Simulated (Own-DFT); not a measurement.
# How strain changes the stress of fcc Cu, 16 atoms (Cu16)

All numbers below are calculated, not measured. They come from Own-DFT, an in-house plane-wave density functional program, since retired, whose code no person has reviewed. Each row is one single-point run on a periodic cell that was not relaxed, without spin or spin-orbit coupling.

Settings of every run: PBE; PseudoDojo norm-conserving scalar-relativistic files; cutoff 50 hartree; 7 x 7 x 5 k mesh centred on Gamma; cold (Marzari-Vanderbilt) smearing of 0.2 eV.

Known limits: forces on such cells failed a check on a denser k mesh; stress not checked against mesh or cutoff.

Unstrained cell vectors in Å: (3.615, 3.615, 0.000); (-3.615, 3.615, 0.000); (0.000, 0.000, 7.230). The unstrained cell has measured lattice constants (interpolated for alloys), not those of this functional. That, the random moves and any unrelaxed bonds set the pressure at no strain. Each run strains this cell uniformly, with the atoms carried along. Every atom was also moved at random, by a Gaussian of width 0.05 Å on each axis. Strain is the symmetric tensor, in per cent. Stress is positive in tension, and the pressure is minus a third of its trace.

| run | e_xx (%) | e_yy (%) | e_zz (%) | e_yz (%) | e_xz (%) | e_xy (%) | s_xx (GPa) | s_yy (GPa) | s_zz (GPa) | s_yz (GPa) | s_xz (GPa) | s_xy (GPa) | P (GPa) | E (meV/atom) |
|---|---|---|---|---|---|---|---|---|---|---|---|---|---|---|
| 1 | -0.12 | -1.59 | -0.61 | 0.89 | 0.41 | 1.64 | -7.00 | -8.59 | -7.22 | 1.12 | 0.60 | 2.85 | 7.60 | 33.1 |
| 2 | 1.24 | -0.96 | -1.20 | -0.76 | -1.13 | -1.40 | -3.51 | -5.17 | -4.87 | -1.64 | -1.79 | -2.27 | 4.52 | 12.6 |
| 3 | -1.64 | 0.44 | 1.86 | -0.06 | 0.11 | 1.93 | -3.73 | -2.35 | -1.63 | -0.67 | -0.05 | 3.49 | 2.57 | 21.2 |
| 4 | 0.21 | -1.86 | -1.84 | 1.77 | 0.39 | 1.08 | -8.01 | -10.26 | -9.46 | 4.20 | 0.61 | 1.85 | 9.24 | 29.9 |
| 5 | 1.80 | -1.89 | 1.93 | 0.19 | -1.85 | -0.85 | 0.39 | -1.47 | 0.35 | 0.16 | -2.33 | -1.21 | 0.24 | 6.4 |
| 6 | -0.42 | 0.83 | -1.37 | 1.07 | -0.39 | -0.16 | -4.31 | -3.54 | -4.70 | 2.22 | -0.71 | -0.18 | 4.19 | 5.5 |
| 7 | 1.77 | 0.36 | 1.85 | 1.78 | 1.63 | -0.93 | 2.94 | 1.92 | 2.50 | 2.53 | 2.09 | -1.27 | -2.45 | 12.5 |
| 8 | 1.57 | 0.92 | -1.89 | -0.33 | 0.13 | -1.55 | -1.05 | -1.83 | -2.31 | -0.71 | 0.19 | -2.44 | 1.73 | 0.0 |
| 9 | 0.68 | -0.37 | -0.50 | 1.43 | -1.90 | -0.57 | -3.43 | -3.84 | -4.22 | 3.15 | -3.27 | -0.65 | 3.83 | 20.9 |
| 10 | -1.01 | 1.71 | 1.59 | -1.09 | -0.70 | 0.07 | -0.70 | 1.18 | 1.03 | -1.65 | -1.38 | -0.07 | -0.50 | 5.2 |
| 11 | 0.97 | -1.17 | -1.45 | -0.10 | 0.05 | -1.68 | -4.45 | -6.66 | -5.59 | -0.05 | -0.01 | -2.77 | 5.57 | 11.5 |
| 12 | -0.57 | 0.60 | -1.58 | 1.64 | -0.90 | 1.16 | -6.22 | -5.37 | -6.10 | 2.75 | -1.75 | 2.24 | 5.90 | 21.0 |
| 13 | 1.31 | 1.87 | -0.69 | -0.16 | 0.35 | 1.78 | 0.25 | 0.88 | 0.06 | -0.43 | 0.53 | 2.75 | -0.40 | 11.3 |
| 14 | -1.11 | 0.10 | 0.88 | 0.70 | 1.47 | 0.70 | -3.71 | -2.76 | -2.46 | 1.28 | 2.65 | 1.11 | 2.98 | 5.5 |
| 15 | -1.86 | -0.94 | -0.42 | 1.08 | -1.68 | -1.43 | -9.36 | -8.23 | -8.21 | 1.84 | -3.58 | -2.74 | 8.60 | 25.0 |
| 16 | -1.80 | 0.94 | -1.28 | 0.70 | -1.32 | 1.93 | ? | ? | ? | ? | ? | ? | ? | ? |

E is the free energy for each atom above the lowest run shown.

## Worked fit

Each stress component was fitted by least squares to a constant and the strains of the runs shown, as fractions, with shears doubled. Shear strains stay in the fit of a normal stress only where such slopes are resolved. The slopes, in GPa:

```
stress  at no strain  per e_xx  per e_yy  per e_zz  scatter
  s_xx          -3.4  203 ± 10  136 ± 10   132 ± 9     0.46
  s_yy          -3.4  134 ± 12  211 ± 12  146 ± 10     0.53
  s_zz          -3.2  143 ± 10  155 ± 11   177 ± 9     0.48
```

Each shear stress against twice its own strain: yz 93 ± 8, xz 80 ± 4, xy 85 ± 3 GPa. These are stiffnesses along x, y and z of the frame in which the cell vectors are given, which need not be the crystal's axes. The atoms are held to the strained lattice; where symmetry lets them move under strain, relaxing them would lower some slopes. The table should be nearly symmetric about its diagonal, and what it lacks of that shows the noise. A ninth of its sum, 160 ± 5 GPa, estimates the bulk modulus near the mean pressure of these runs, 3.6 GPa, so it lies above the value at zero pressure.

## Withheld run

Question: what normal stresses and pressure should run 16 give?

The fit gives s_xx = -7.4, s_yy = -5.7, s_zz = -6.6 and P = 6.6 GPa. The calculation gave -8.21, -5.79, -6.84 and P = 6.95 GPa.
